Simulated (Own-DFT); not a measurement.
## Calculated data, Si (diamond silicon with added atoms, atoms displaced)

All values are calculated (Own-DFT development build). A calculation, not a measurement: plane-wave PBE density functional theory by an unreviewed code, no spin, of a simulated periodic cell, stress positive in tension, free energy of the whole cell less one offset for each atom, defect cell not probed for a lower state with spin, k mesh not checked against a denser one; offsets are fitted by least squares, one for each functional and potential file, so energies compare only between cells with the same atoms and settings and are not formation energies; the far tail of each file's local potential was reset to the Coulomb form; each entry is a single point on an unrelaxed cell, so the pressure reflects the starting lattice, mostly measured values (interpolated for alloys), from which strain is counted, and rises with the displacements; printed positions are rounded, which can move forces by about a meV/angstrom; the program, named Own-DFT, is a retired in-house code; no spin-orbit coupling; before rounding, a Quantum ESPRESSO 7.3.1 run of the same cell and cutoff gave forces within 1 meV/angstrom rms on each cell, which checks the program and not the settings.

Si (diamond silicon with added atoms, atoms displaced)

```
cell vectors (Å)
  10.8620     0.0000     0.0000
   0.0000    10.8620     0.0000
   0.0000     0.0000    10.8620
atoms (fractions of the cell vectors)
Si  0.00181  0.00156  0.00849
Si  0.99526  0.24865  0.25385
Si  0.25330  0.99812  0.25611
Si  0.25373  0.25091  0.99648
Si  0.12765  0.12844  0.12156
Si  0.12233  0.36958  0.37477
Si  0.38380  0.12074  0.37724
Si  0.37359  0.36811  0.12241
Si  0.00748  0.00056  0.49892
Si  0.99972  0.25020  0.75093
Si  0.26038  0.00543  0.75899
Si  0.25525  0.25480  0.50716
Si  0.13482  0.12556  0.63517
Si  0.12532  0.37892  0.86891
Si  0.37732  0.12185  0.87621
Si  0.36505  0.37185  0.61829
Si  0.99392  0.50305  0.99694
Si  0.00086  0.74631  0.25568
Si  0.24097  0.50895  0.24720
Si  0.24704  0.74814  0.00279
Si  0.12228  0.62199  0.12231
Si  0.13120  0.88094  0.37562
Si  0.37415  0.61963  0.36699
Si  0.37755  0.87115  0.12677
Si  0.99716  0.49843  0.50975
Si  0.00782  0.74211  0.74360
Si  0.24828  0.50072  0.74634
Si  0.24703  0.75509  0.49612
Si  0.12109  0.63584  0.63505
Si  0.13283  0.87272  0.88309
Si  0.38161  0.62784  0.87949
Si  0.37680  0.88064  0.62961
Si  0.50692  0.00329  0.99983
Si  0.49978  0.25186  0.24906
Si  0.75015  0.99376  0.25157
Si  0.75314  0.24779  0.99357
Si  0.62236  0.11885  0.12317
Si  0.62175  0.38286  0.36719
Si  0.87746  0.12760  0.36936
Si  0.87829  0.38057  0.13122
Si  0.51123  0.99787  0.49420
Si  0.49542  0.25027  0.75510
Si  0.75269  0.00360  0.75545
Si  0.74624  0.25262  0.49263
Si  0.62213  0.12464  0.62509
Si  0.62183  0.37732  0.86834
Si  0.88106  0.12531  0.87381
Si  0.87863  0.37328  0.61234
Si  0.49927  0.48411  0.99961
Si  0.49407  0.75330  0.24984
Si  0.76020  0.49399  0.25399
Si  0.76209  0.74022  0.99779
Si  0.62508  0.62779  0.12480
Si  0.63080  0.86938  0.36637
Si  0.87797  0.62403  0.37876
Si  0.88273  0.87726  0.12317
Si  0.50304  0.50158  0.50796
Si  0.50316  0.75284  0.75122
Si  0.74287  0.49881  0.74589
Si  0.74667  0.74853  0.50782
Si  0.62430  0.62180  0.62328
Si  0.63393  0.87872  0.86122
Si  0.87365  0.62699  0.87421
Si  0.87520  0.86449  0.62274
Si  0.30918  0.31112  0.30375
```

| Quantity | Value |
| --- | --- |
| functional | PBE |
| potential files | PseudoDojo norm-conserving, scalar-relativistic, standard set |
| wave cutoff | 20 hartree |
| occupations | Fermi-Dirac |
| smearing width | 0.1 eV |
| k mesh | 3 x 3 x 3 centred on Gamma |
| free energy of cell above offsets | 2.134 eV |
| pressure | 4.02 GPa |
| stress xx | -4.19 GPa |
| stress yy | -3.88 GPa |
| stress zz | -3.99 GPa |
| stress yz | 0.29 GPa |
| stress xz | 0.69 GPa |
| stress xy | -0.8 GPa |

Force:
```csv
element,x (eV/Å),y (eV/Å),z (eV/Å)
Si,0.589,0.102,-1.376
Si,0.922,0.283,-1.32
Si,0.368,0.653,-1.297
Si,-0.766,-0.148,-0.653
Si,0.359,0.162,1.232
Si,-1.476,0.751,0.792
Si,-0.598,-0.626,0.214
Si,-0.087,0.949,-1.901
Si,-0.694,0.287,0.617
Si,0.195,0.346,-0.656
Si,-1.134,-1.361,-0.564
Si,-1.469,-2.069,-0.927
Si,-0.837,-0.168,-0.53
Si,-0.227,-0.22,0.844
Si,0.767,0.918,1.066
Si,2.355,1.718,2.108
Si,0.662,-0.63,0.012
Si,0.48,0.794,-0.327
Si,0.639,-0.352,0.226
Si,1.129,-0.422,0.39
Si,-0.949,0.823,-0.467
Si,-0.992,-0.804,-0.235
Si,0.145,0.671,1.451
Si,-0.552,1.08,-0.773
Si,1.575,1.559,-1.067
Si,-2.502,2.894,3.165
Si,0.588,0.83,0.288
Si,0.844,-0.599,0.795
Si,2.616,-2.855,-3.199
Si,-1.092,0.7,-1.119
Si,-0.568,-0.766,-0.186
Si,0.132,-0.447,-0.927
Si,-0.757,-1.654,-0.749
Si,2.192,-0.561,-0.178
Si,0.749,0.774,-0.843
Si,-0.35,0.601,0.817
Si,1.282,0.983,0.459
Si,0.169,-0.482,0.926
Si,-0.875,-1.06,1.23
Si,0.032,-1.293,-1.39
Si,-0.228,-0.636,0.749
Si,-0.156,-0.04,-1.193
Si,0.951,0.342,-1.92
Si,-0.129,-0.346,0.02
Si,0.679,0.521,0.192
Si,0.649,-0.986,0.445
Si,-0.007,-0.315,0.515
Si,-1.524,-0.979,1.919
Si,0.43,2.159,0.297
Si,0.923,-0.926,0.021
Si,-1.245,1.764,-0.154
Si,-1.662,2.145,0.685
Si,0.236,-0.981,0.096
Si,-0.448,-0.39,1.145
Si,-0.438,-0.1,0.54
Si,-0.915,-1.155,0.695
Si,-1.262,-0.755,-1.615
Si,-0.116,-0.259,-0.416
Si,1.503,-0.091,-0.056
Si,0.106,-0.384,-1.528
Si,-0.211,0.926,0.84
Si,-0.564,-1.057,2.436
Si,0.65,-1.113,-1.627
Si,0.678,1.691,0.634
Si,-0.762,-0.401,1.336
```
